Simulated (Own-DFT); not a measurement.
# Which defects push the lattice out? 4H SiC

Source: density functional calculations with Own-DFT, an unreviewed in-house program that is no longer used. Nothing was measured or relaxed, and spin and spin-orbit coupling are left out.

Common settings: PBE; PseudoDojo norm-conserving scalar-relativistic files; cutoff 42 hartree; 4 x 4 x 3 k mesh centred on Gamma; Fermi-Dirac smearing of 0.1 eV.

Caveats (not all hold for every row): some atoms lie very close together; not probed for a lower state with spin; forces on such cells failed a check on a denser k mesh; forces on such cells passed a denser k mesh, each cell not checked; stress not checked against mesh or cutoff.

All runs share one cell, with vectors in Å (9.248, 0.000, 0.000); (-4.624, 8.009, 0.000); (0.000, 0.000, 10.068) and a volume of 745.7 Å³. u is the rms random offset of the atoms per axis. The defect's site can differ from row to row.

| cell | formula | u (Å) | P (GPa) |
|---|---|---|---|
| no defect | C36Si36 | 0.0287 | 3.67 |
| no defect | C36Si36 | 0.0569 | 5.84 |
| no defect | C36Si36 | 0.0620 | 6.21 |
| one Al on a Si site and one N on a C site | AlC35NSi35 | 0.0481 | 5.27 |
| one Al on a Si site and one N on a C site | AlC35NSi35 | 0.0492 | 5.15 |
| one Al on a Si site and one N on a C site | AlC35NSi35 | 0.0508 | 5.37 |
| one C on a Si site and one Si on a C site | C36Si36 | 0.0286 | 7.08 |
| one C on a Si site and one Si on a C site | C36Si36 | 0.0485 | 8.51 |
| one C on a Si site and one Si on a C site | C36Si36 | 0.0514 | 9.46 |
| two Al on a Si site each | Al2C36Si34 | 0.0280 | 5.76 |
| two Al on a Si site each | Al2C36Si34 | 0.0312 | 5.94 |
| two Al on a Si site each | Al2C36Si34 | 0.0505 | 7.53 |
| two Al on a Si site each | Al2C36Si34 | 0.0512 | ? |
| one C vacancy | C35Si36 | 0.0289 | 3.47 |
| one C vacancy | C35Si36 | 0.0482 | 5.17 |
| one C vacancy | C35Si36 | 0.0488 | 5.11 |

## Analysis

P = P0 + c u² + a shift for each defect gives P0 = 2.66 GPa, c = 977 ± 66 GPa/Å² and a scatter of 0.21 GPa. The shifts, and each times the cell's volume:

- one C on a Si site and one Si on a C site: 3.79 ± 0.18 GPa, 17.7 eV
- two Al on a Si site each: 2.34 ± 0.19 GPa, 10.9 eV (5.5 eV for each of its 2 sites)
- one Al on a Si site and one N on a C site: 0.22 ± 0.18 GPa, 1.0 eV (not resolved)
- one C vacancy: 0.12 ± 0.18 GPa, 0.5 eV (not resolved)

Against the defect-free cell, a freed cell would be larger where the shift is positive and smaller where it is negative (160.2 GPa Å³ is 1 eV). The atoms around the defects weren't relaxed, which would change these numbers.

## The run left out

Asked: what pressure belongs in the blank (two Al on a Si site each, u = 0.0512 Å)?

The fit gives 7.57 ± 0.26 GPa. DFT gave 7.52 GPa.
